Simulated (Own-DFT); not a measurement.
# Misfit strain and the stress it brings: wurtzite AlN, 72 atoms (Al36N36)

Source: density functional calculations with Own-DFT, an unreviewed in-house program that is no longer used. Nothing was measured or relaxed, and spin and spin-orbit coupling are left out.

All runs used: PBE; PseudoDojo norm-conserving scalar-relativistic files; cutoff 42 hartree; 3 x 3 x 2 k mesh centred on Gamma; Fermi-Dirac smearing of 0.1 eV.

Known weak points: forces on such cells moved up to 12 meV/angstrom on a denser k mesh; stress not checked against mesh or cutoff.

Unstrained cell vectors in Å: (9.336, 0.000, 0.000); (-4.668, 8.085, 0.000); (0.000, 0.000, 9.964). The unstrained cell has measured lattice constants (interpolated for alloys), not those of this functional. That, the random moves and any unrelaxed bonds set the pressure at no strain. Each run strains x and y alike by e, as a substrate would, and holds the height along z. Each atom got a random Gaussian move of width 0.05 Å along each axis. Stress is positive in tension.

| e (%) | u (Å) | (s_xx + s_yy)/2 (GPa) | s_zz (GPa) |
|---|---|---|---|
| -2.50 | 0.051 | -22.19 | -9.85 |
| -1.25 | 0.053 | -13.93 | -6.28 |
| -1.00 | 0.052 | ? | ? |
| -0.75 | 0.051 | -10.82 | -5.06 |
| -0.50 | 0.048 | -8.30 | -8.10 |
| -0.25 | 0.052 | -6.96 | -6.19 |
| 1.25 | 0.049 | 1.15 | -2.99 |
| 1.75 | 0.052 | 3.66 | -4.57 |
| 2.25 | 0.051 | 5.67 | -2.26 |
| 2.75 | 0.049 | 7.68 | -1.26 |

## What the rows give

With e as a fraction, the in-plane stress is -5.7 + 584 e - 3370 e² GPa (errors 8 and 490, scatter 0.36), and s_zz is -5.6 + 143 e GPa (slope ± 24, scatter 1.23). At e = 0 the first slope is C11 + C12 and the second 2 C13, both with the ions held to the strained lattice and at the cell's own pressure. The term in e² is negative: the layer stiffens under compression and softens under tension. A free layer would change its height as e changes, and the in-plane slope would drop by 2 C13²/C33 to the biaxial modulus. At fixed height, a misfit of 1 % moves the in-plane stress by about 5.8 GPa and s_zz by 1.4 GPa.

## Prediction

Question: what are the two stresses at e = -1.00 %?

The fitted form gives -11.9 and -7.0 GPa. The run itself gave -11.39 and -8.72 GPa.
